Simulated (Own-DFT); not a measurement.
# Computed records: GaP (zincblende, strongly disordered by large displacements), InAs (zincblende, strongly disordered by large displacements)

Computed with Own-DFT development build. A calculation, not a measurement: plane-wave PBE density functional theory by an unreviewed code, no spin, of a simulated periodic cell, stress positive in tension, free energy of the whole cell less one offset for each atom, forces on such cells passed a denser k mesh, this cell's mesh not checked; broken bonds can close the gap or carry spin, so checks made on this kind of crystal may not hold here; offsets are fitted by least squares, one for each functional and potential file, so energies compare only between cells with the same atoms and settings and are not formation energies; the far tail of each file's local potential was reset to the Coulomb form; each entry is a single point on an unrelaxed cell, so the pressure reflects the starting lattice, mostly measured values (interpolated for alloys), from which strain is counted, and rises with the displacements; printed positions are rounded, which can move forces by about a meV/angstrom; the program, named Own-DFT, is a retired in-house code; no spin-orbit coupling.

Common to all runs: functional PBE; potential files PseudoDojo norm-conserving, scalar-relativistic, standard set; wave cutoff 42 hartree; occupations Fermi-Dirac; smearing width 0.1 eV; k mesh 3 x 3 x 3 centred on Gamma.

(1) 
```xyz
64
Lattice="10.9010 0.0000 0.0000 0.0000 10.9010 0.0000 0.0000 0.0000 10.9010" Properties=species:S:1:pos:R:3:force_x:R:1:force_y:R:1:force_z:R:1 formula=GaP hardware=one_NVIDIA_H100 free_energy_of_cell_above_offsets=8.642 pressure=12.38 stress_xx=-10.72 stress_yy=-13.3 stress_zz=-13.14 stress_yz=-1.19 stress_xz=-2.39 stress_xy=-1.43 wall_time=559.1
Ga     0.0758     0.3458     0.0921      0.596     -0.578     -0.387
Ga    10.8855     3.0996     2.6596     -1.371     -4.519     -1.269
Ga     2.9399     0.2393     2.6346      1.791     -8.861      4.004
Ga     2.5467     2.6684    10.8174      2.161      3.069     -1.884
P      2.0073     1.3801     1.4905     -8.632      5.297     -4.998
P      1.0572     3.9750     4.1420      3.719      1.225      2.214
P      3.8313     1.3569     4.0663      3.105      4.288      3.337
P      4.3293     4.2851     1.4518     -3.419     -0.068     -1.666
Ga     0.2290     0.2243     5.5826     -1.693     -0.361     -1.163
Ga    10.7686     2.9020     8.0060      0.249     -0.883      1.472
Ga     2.6473    10.8622     8.2491       4.16      3.517     -4.619
Ga     2.6436     3.1419     5.7564     -8.411     -7.621     -7.097
P      1.4362     1.5398     6.8539      0.287       0.52      1.434
P      1.3431     4.4788     9.6695      0.297     -2.142     -1.179
P      4.3071     1.5977     9.3102     -3.196      -2.55      2.454
P      3.9533     4.0354     6.6173      10.42      7.219      6.813
Ga    10.4445     5.2501    10.8011      1.253      2.158      0.141
Ga    10.7477     8.6420     2.6470     -0.232     -1.587      0.437
Ga     2.6346     5.3125     2.9948      0.677      1.387     -1.418
Ga     2.6812     8.1271    10.6962     -0.159      0.472      1.709
P      1.1869     7.1442     1.5025      0.623     -1.886     -0.856
P      1.1621     9.7114     4.0946      2.677      0.068     -0.348
P      4.3419     6.8074     4.0363     -4.368     -4.216      4.587
P      4.3913     9.7871     1.6318      0.111     -0.919     -2.588
Ga     0.4312     5.4387     5.6382      -6.94     -8.779     -5.388
Ga    10.7942     8.0989     8.3517      1.259      1.634     -1.297
Ga     2.8355     5.6768     8.1074      -2.29     -1.957      -2.36
Ga     2.8166     8.0584     5.3279     -1.736     -0.549     -1.758
P      1.1460     6.8454     6.5207      6.384      9.286       8.07
P      1.5572     9.7988     9.5013      -4.43     -3.989      4.173
P      4.0573     6.8154     9.3725      2.538      1.218      2.719
P      3.9089     9.5063     6.4928       1.72      1.986      2.643
Ga     5.6798     0.2464    10.7989     -0.017     -1.055      1.042
Ga     5.5665     3.0109     2.6836     -0.796     -4.223     -0.064
Ga     8.4935    10.7153     2.4040     -4.705      3.697      10.46
Ga     8.0130     2.8060     0.2585     -1.961     -3.448     -3.706
P      7.2426     1.2119     1.5048     -5.186      2.273     -0.723
P      6.6279     4.4472     3.8102      3.505     -2.254      0.354
P      9.3814     1.1528     4.0225      1.814      1.795      0.598
P      9.4364     3.7866     1.2250      2.681      4.245      2.644
Ga     5.3585     0.0210     5.1209       0.93     -0.841      0.567
Ga     5.8135     2.4284     8.1428      0.052      3.432     -0.147
Ga     7.8940    10.7613     8.5607     -0.035     -0.936     -3.237
Ga     7.9909     2.4310     5.4941      4.159      4.148      -5.65
P      6.9030     1.3503     6.6732     -3.601      -5.98      3.332
P      6.6493     4.1307    10.0286      3.348      -5.51     -7.237
P      9.3915     1.0658     9.3559       2.87      4.168      1.642
P      9.2871     3.9433     6.6308      1.328      0.745     -0.241
Ga     5.8473     5.5202     0.1745     -6.112      3.613       1.13
Ga     5.2003     8.0410     2.7846      3.873      4.322     -3.307
Ga     8.2454     5.5864     2.6894      3.077     -0.897      1.918
Ga     8.1606     8.0065    10.7823      4.127     -4.369      6.555
P      6.7590     6.6752     1.5943      1.474       4.87      0.033
P      7.2712     9.4160     4.2792     -5.907      5.835     -6.206
P      9.6876     6.6657     4.5173     -1.012      0.848     -3.069
P      9.3718     9.7587     1.1240      6.728     -7.323     -8.135
Ga     5.7356     5.3622     5.4180     -3.167      1.045      2.018
Ga     5.3169     8.2780     8.0976      0.606     -0.415     -0.605
Ga     7.9351     5.1025     8.0209     -0.061      0.714       1.51
Ga     8.1722     8.1949     5.4220      4.655     -5.321      5.548
P      6.8003     6.6828     6.8150     -0.096      1.735      0.954
P      7.0694     9.1025     9.6895     -8.102      5.533     -5.261
P      9.3358     6.7507     9.3745      0.318     -2.048      0.017
P      9.9218     9.4860     6.6732     -1.931     -0.279      1.332
```

Units: free_energy_of_cell_above_offsets in eV; pressure, stress_xx, stress_yy, stress_zz, stress_yz, stress_xz, stress_xy in GPa; wall_time in s; force_x, force_y, force_z in eV/Å.

(2) 
```xyz
64
Lattice="12.1166 0.0000 0.0000 0.0000 12.1166 0.0000 0.0000 0.0000 12.1166" Properties=species:S:1:pos:R:3:force_x:R:1:force_y:R:1:force_z:R:1 formula=InAs hardware=one_NVIDIA_H200 free_energy_of_cell_above_offsets=-0.251 pressure=9.32 stress_xx=-9 stress_yy=-10.02 stress_zz=-8.93 stress_yz=1.04 stress_xz=1.46 stress_xy=-4.21 wall_time=1151
In     0.0098    12.0624     0.0283      1.822      6.186     -2.065
In    11.9182     3.0345     3.0077      1.257      1.088     -0.842
In     3.0138    11.8852     2.9703      0.246      2.456     -0.037
In     2.7081     2.7012    12.0626      4.609      2.705     -4.626
As     1.7059     1.6782     1.5715     -3.835     -3.689      4.985
As     1.5504     4.5326     4.6030      0.115     -1.335      0.114
As     4.5804     1.5412     4.3757     -0.528      0.194      0.759
As     4.8680     4.6841     1.6992      -5.35      2.719     -2.545
In    11.8356     0.0084     6.1544       4.16      2.942     -2.641
In    11.9993     3.2920     8.9497      1.267     -1.556      1.447
In     3.0616     0.2500     9.0616       1.53     -2.093      2.191
In     3.4319     3.1641     6.3673     -3.007     -3.745     -5.012
As     1.8522     1.6676     7.5676     -3.474      0.489      -0.83
As     1.3493     4.5054    10.9508     -0.268      0.599     -1.887
As     5.0052     1.6041    10.8244     -2.716      1.301     -1.469
As     4.6425     4.5590     7.5248      2.672      4.462      3.831
In     0.1532     6.3213     0.3315     -5.129     -4.403     -4.221
In     0.1560     9.2133     2.9027     -0.854     -1.028      0.136
In     2.7563     5.7619     2.7439      0.603       1.58      0.168
In     3.1133     9.0631     0.1872      2.511      2.599     -2.195
As     1.5247     7.7272     1.1553      2.725      2.363       5.81
As     1.6197    10.5571     4.4170     -0.944     -0.176      2.612
As     4.5795     7.6872     4.5034     -2.354     -1.559      0.383
As     4.6680    10.7964     1.5230     -2.142     -4.626       2.64
In    12.0093     5.7617     6.0951     -0.203      1.757     -0.023
In     0.1156     9.0271     9.1462      0.103      0.649     -0.311
In     2.8278     6.1013     9.2338     -3.159      -5.23     -3.213
In     3.0507     9.0480     6.2199      3.222      3.257     -5.024
As     1.7367     7.7579     7.3610     -5.789      -5.29      3.822
As     1.4161    10.7288    10.8815      2.947     -1.824     -3.047
As     3.9487     7.6527    10.2485        5.2      4.585      4.054
As     4.4585    10.3314     7.7180      -0.37      4.311     -0.953
In     5.8873    11.9895     0.1135      4.638      1.915     -2.311
In     5.9472     3.2778     2.9443      3.342     -5.155      3.539
In     8.9200    12.0919     3.3377      2.371      0.108     -0.476
In     9.0609     2.8245     0.1787      0.998      1.425      -1.08
As     7.7369     1.5317     1.7862      -2.14      0.043     -0.362
As     7.5364     4.7042     4.4070     -0.487     -2.877       2.48
As    10.6371     1.7866     4.7223      0.069     -1.921     -0.863
As    10.6494     4.8373     1.4889     -1.729     -1.242       0.88
In     6.1559    12.0167     5.7805     -3.504      4.055      5.555
In     6.1658     3.1821     9.1186     -5.519     -4.182     -3.929
In     9.2532    12.0862     9.3666     -2.234      -2.01     -3.838
In     9.0512     2.9820     6.1288      -1.03      1.884     -0.675
As     7.7450     1.3516     7.3611      -1.48     -1.005       1.79
As     7.8432     4.1480    10.0105      5.686      3.885      5.388
As    10.4899     1.3646    10.6332       3.32      3.568      1.843
As    10.2575     4.5831     7.7352      1.234          0     -1.604
In     6.1047     5.6054    12.0484      1.249      1.552     -3.058
In     6.1130     8.9759     3.1841     -0.932     -1.959       -3.4
In     8.7508     6.2799     3.2075      2.115      1.022     -2.142
In     9.0643     8.9446     0.1389     -0.339      2.148      0.715
As     7.4104     7.5071     1.4149     -0.491      0.098     -0.259
As     7.0502    10.7249     4.2891      5.381     -1.871     -1.676
As    10.4867     7.6288     4.4187      1.199      0.632       0.77
As    10.9758    10.7707     1.3325     -5.671      -4.08      4.968
In     6.0394     6.0904     5.9293     -0.299      0.163      0.082
In     5.9630     9.1286     9.0846      0.498      0.001      3.432
In     8.9408     6.2373     8.9437     -0.994      2.496      0.947
In     9.1412     9.3761     5.9831      -2.32     -1.932     -1.551
As     7.1447     7.8174     7.4878      3.182     -1.271     -1.271
As     7.6672    10.6537    10.6627     -1.377     -1.182      0.623
As    10.4857     7.7759    10.6880      1.356     -2.044     -1.565
As    10.5818    10.6939     7.3375     -0.959     -1.953      5.039
```

Units: free_energy_of_cell_above_offsets in eV; pressure, stress_xx, stress_yy, stress_zz, stress_yz, stress_xz, stress_xy in GPa; wall_time in s; force_x, force_y, force_z in eV/Å.

(3) 
```xyz
64
Lattice="12.1166 0.0000 0.0000 0.0000 12.1166 0.0000 0.0000 0.0000 12.1166" Properties=species:S:1:pos:R:3:force_x:R:1:force_y:R:1:force_z:R:1 formula=InAs hardware=one_NVIDIA_H200 free_energy_of_cell_above_offsets=-0.193 pressure=9.36 stress_xx=-8.43 stress_yy=-9.72 stress_zz=-9.95 stress_yz=-0.5 stress_xz=-2.61 stress_xy=-0.8 wall_time=1164
In     0.2936     0.0223    12.0230     -6.648     -0.938      2.491
In     0.1982     3.1171     3.0278     -1.167     -1.277     -1.638
In     2.5634    12.0577     2.8971      3.824      0.959      -1.15
In     2.8491     2.9004    11.9289      2.394      2.468      0.079
As     1.7391     1.2557     1.0359      1.086      2.682      4.883
As     1.7975     4.1771     4.5626     -3.259       5.02         -3
As     4.7877     1.5371     4.3517     -1.443     -0.792      0.325
As     4.6655     4.8928     1.5642       0.25     -2.459     -1.561
In     0.0680     0.2572     6.1752     -1.506     -0.967     -2.046
In     0.2405     2.9695     9.2365     -0.302      1.955     -1.121
In     2.9509     0.2240     8.8110      3.298     -3.951      2.341
In     3.1362     3.0210     5.9065      2.087     -5.699      0.993
As     1.4810     1.4642     7.6946     -1.351      3.817     -3.015
As     1.6071     4.6001    10.6747     -1.435       2.01     -0.088
As     4.3236     1.5807    10.4329      2.948     -0.394      0.097
As     4.0354     4.4948     7.4176       3.33      3.099      3.227
In    11.8406     6.3090     0.2021      1.378     -2.239      1.139
In     0.0282     8.9885     3.1250      1.163      0.192      0.113
In     3.1835     6.2027     2.9215      2.046     -1.871      5.027
In     2.8037     9.0788     0.2940      1.846      3.808     -4.123
As     1.9163     7.5099     1.6168      -6.63     -0.448      0.316
As     1.6397    10.7668     4.5655     -2.301     -2.122       2.24
As     4.8770     7.5586     4.8177     -2.996      1.683     -2.856
As     4.7241    10.3403     1.4097     -1.386      0.916      0.887
In    11.9120     5.9728     5.8724      0.699     -0.423       0.51
In     0.1128     8.9090     8.9810     -2.073      3.219      1.942
In     2.6947     6.3586     9.0009      4.815      -3.91      4.398
In     3.0859     9.2865     6.1980     -2.637     -4.171     -2.572
As     1.4660     7.5770     7.6703     -1.609      1.469     -6.632
As     1.3180    10.8391    10.5918      3.701     -5.404     -4.159
As     4.6559     7.7094    10.8983     -1.858      2.106     -2.628
As     4.4837    10.7341     7.1391      3.332      3.703      3.871
In     6.1544    11.9614     0.1333      -0.16      1.621     -0.384
In     6.0163     3.3402     3.0799     -0.528     -1.534     -1.726
In     9.2537     0.2490     3.2456     -3.767     -4.354      -2.46
In     8.9843     3.2468    11.9883     -1.948     -3.555     -3.801
As     7.7770     1.5472     1.5609     -1.411      0.317     -0.688
As     7.6061     4.4943     4.3962      1.132      1.881       2.59
As    10.4700     1.6777     4.3984      4.434      3.142      3.668
As    10.1854     4.1418     1.5034      4.659      3.493      4.085
In     6.4081     0.1732     6.0026     -3.206     -0.421     -1.556
In     6.1941     3.1855     8.9013     -2.818     -1.976     -1.688
In     8.8337    12.0705     9.3008      4.878      2.819     -2.715
In     9.1412     3.1519     6.0879     -3.327     -2.897     -3.059
As     7.6454     1.3120     7.5618      1.602      3.253      1.804
As     7.4796     4.5784    10.3603      0.324     -0.827      1.598
As    11.0671     1.5491    10.6712      -4.34      -0.07      0.101
As    10.3777     4.3862     7.4737       4.14      2.603      3.552
In     5.8761     5.8485    11.6845      0.719      0.049      1.903
In     6.2291     8.9696     2.9180     -0.561     -0.552      0.521
In     9.1673     6.0602     2.9946     -0.564      -0.15     -0.378
In     9.1405     9.1394     0.0581       0.78      0.497      0.223
As     7.6994     7.5650     1.3996       -0.5      -1.43     -0.416
As     7.2695    10.5973     4.5529      2.868     -0.751      -0.95
As    10.4067     7.7010     4.5651      3.864     -3.648     -3.204
As    10.5649    10.5651     1.9282      0.393      0.471     -2.104
In     6.1123     6.3220     6.3803     -2.338     -5.675     -1.189
In     6.0404     9.3645     8.9737      -0.41     -0.813     -0.126
In     9.1669     5.8281     9.2588       1.23      2.396     -1.883
In     9.1463     8.9612     5.8744     -2.919      4.716      3.175
As     7.6075     7.6199     7.3875      3.384      2.387      4.431
As     7.7053    10.6665    10.6009     -2.651     -3.292      2.658
As    10.6628     7.5738    10.5943     -1.067      0.831     -0.843
As    10.7924    10.6166     7.4581     -1.489     -0.573      0.571
```

Units: free_energy_of_cell_above_offsets in eV; pressure, stress_xx, stress_yy, stress_zz, stress_yz, stress_xz, stress_xy in GPa; wall_time in s; force_x, force_y, force_z in eV/Å.

(4) 
```xyz
64
Lattice="10.9010 0.0000 0.0000 0.0000 10.9010 0.0000 0.0000 0.0000 10.9010" Properties=species:S:1:pos:R:3:force_x:R:1:force_y:R:1:force_z:R:1 formula=GaP hardware=one_NVIDIA_H100 free_energy_of_cell_above_offsets=25.964 pressure=14.37 stress_xx=-13.82 stress_yy=-14.16 stress_zz=-15.13 stress_yz=2.75 stress_xz=1.43 stress_xy=-1.06 wall_time=631.5
Ga    10.3249     0.3987     0.0561      1.064      0.061     -0.833
Ga     0.1501     2.8397     2.8746      4.596     -0.341      1.404
Ga     2.8168    10.0761     2.7367      3.498      2.011     -2.007
Ga     2.9632     2.9219    10.2658      1.731     -2.881     -0.327
P      2.1193     2.1212     1.6832       0.88     -0.378      0.966
P      1.2363     4.7202     4.2213      2.722     -3.342     -3.529
P      3.2793     1.4369     3.7737      2.176     -0.302     -2.314
P      3.6616     3.9376     1.0094      1.882      1.755      4.762
Ga     0.0024     0.1192     5.6409     -2.638      -1.41     -3.762
Ga    10.8851     2.8677     8.7717     -0.979     -1.824     -3.448
Ga     2.3705     0.0651     8.5309       3.28      3.306     -4.961
Ga     2.3315     2.8736     5.1496     -0.064      0.565      2.044
P      0.9319     1.4528     6.8209      3.996      3.206      3.407
P      1.3280     3.9671     9.7816      2.584      1.854     -2.909
P      4.1057     1.3700     9.3621     -1.708     -3.991      2.121
P      4.4953     4.2276     6.7683     -2.929      0.107      0.493
Ga     0.1313     5.2327    10.7434     -3.302      5.103      2.826
Ga     0.3519     8.4108     2.5943       2.12     -0.639     -2.734
Ga     2.8793     5.8270     3.2292     -3.982     -2.633     -5.286
Ga     2.2911     8.5493     0.0121      3.239     -1.007      1.991
P      1.4980     6.8342     1.0754     -0.391      -0.99      2.533
P      1.2377     9.8400     3.9555      -1.31      -0.55      3.963
P      4.1933     6.8298     4.3393     -0.551      1.488      2.628
P      4.4435     9.2007     1.4091     -3.784      1.382     -3.483
Ga    10.7785     5.2856     5.5564     -1.495      5.431      0.612
Ga     0.1799     8.0898     8.5049      0.865      0.435     -2.765
Ga     2.9330     5.5779     8.3261     -1.892     -4.576     -4.492
Ga     2.7118     8.1303     5.2247     -2.247      1.802      2.419
P      1.3769     6.7436     6.9410     -0.525      0.152     -0.551
P      1.2492     9.8267     9.6817     -5.358     -0.383      1.645
P      3.4631     7.0752     9.5093      2.616      3.952      2.485
P      4.3802     8.9766     6.9237     -4.426       3.73     -3.589
Ga     4.9354    10.8585     0.1063     -0.073      2.375      0.372
Ga     5.3828     2.6808     2.3385     -1.117       0.36      0.823
Ga     7.9813    10.6575     2.6971      0.101     -0.586      1.819
Ga     8.3335     2.6928     0.4073     -0.334      0.581     -1.024
P      6.8294     1.1619     1.4292     -0.582      0.475     -1.482
P      7.4157     3.8235     4.1811     -3.407     -1.649       1.25
P      9.7810     1.5256     3.7966     -2.867     -2.787       2.84
P     10.1566     4.0305     1.5268     -5.153      2.808     -3.175
Ga     5.3381    10.8724     5.7186     -3.462      1.718      2.755
Ga     4.9398     2.4291     7.8722      4.472      1.251     -2.814
Ga     8.4327     0.0067     7.7706      2.267     -3.873      1.589
Ga     8.1804     3.4055     6.1011     -1.799     -2.872      0.843
P      7.0445     0.8865     6.6158     -1.862      5.108     -1.367
P      6.4033     3.7806     9.8244      0.214      0.514     -0.484
P      9.4490     1.3785     9.1260     -1.788      0.048      2.788
P      9.9764     4.0711     7.0165       3.08     -4.941      0.977
Ga     5.1083     5.8382    10.3094      2.216     -1.495      1.577
Ga     4.9654     8.0440     2.9661       4.64       0.19     -0.868
Ga     7.7483     4.9353     2.5415      2.076      3.434     -4.646
Ga     7.5897     7.8628    10.4235     -3.131      1.234     -0.256
P      6.7931     6.7105     1.1037     -2.109     -1.824      2.947
P      5.9155     9.6715     4.2154      4.415     -2.608     -3.809
P      9.8184     7.3731     3.5881     -4.431     -3.366      3.835
P      9.8616     9.8618     1.5928     -1.353     -0.357     -0.264
Ga     5.3362     5.3664     5.0712      4.817     -4.243       1.09
Ga     5.6156     8.1985     8.3032      2.071     -0.132       5.78
Ga     8.8416     5.5476     7.7695     -4.473      5.246      3.119
Ga     7.5527     8.1224     5.7274      1.027      2.077      -1.98
P      6.2429     6.7863     6.8121      1.811     -2.915     -0.237
P      6.6834     9.9301    10.2085      2.668     -0.991     -2.862
P      9.5313     7.7455     9.9223      3.227     -2.221      0.087
P      9.6325     9.2161     5.8854     -0.831     -1.652      1.467
```

Units: free_energy_of_cell_above_offsets in eV; pressure, stress_xx, stress_yy, stress_zz, stress_yz, stress_xz, stress_xy in GPa; wall_time in s; force_x, force_y, force_z in eV/Å.
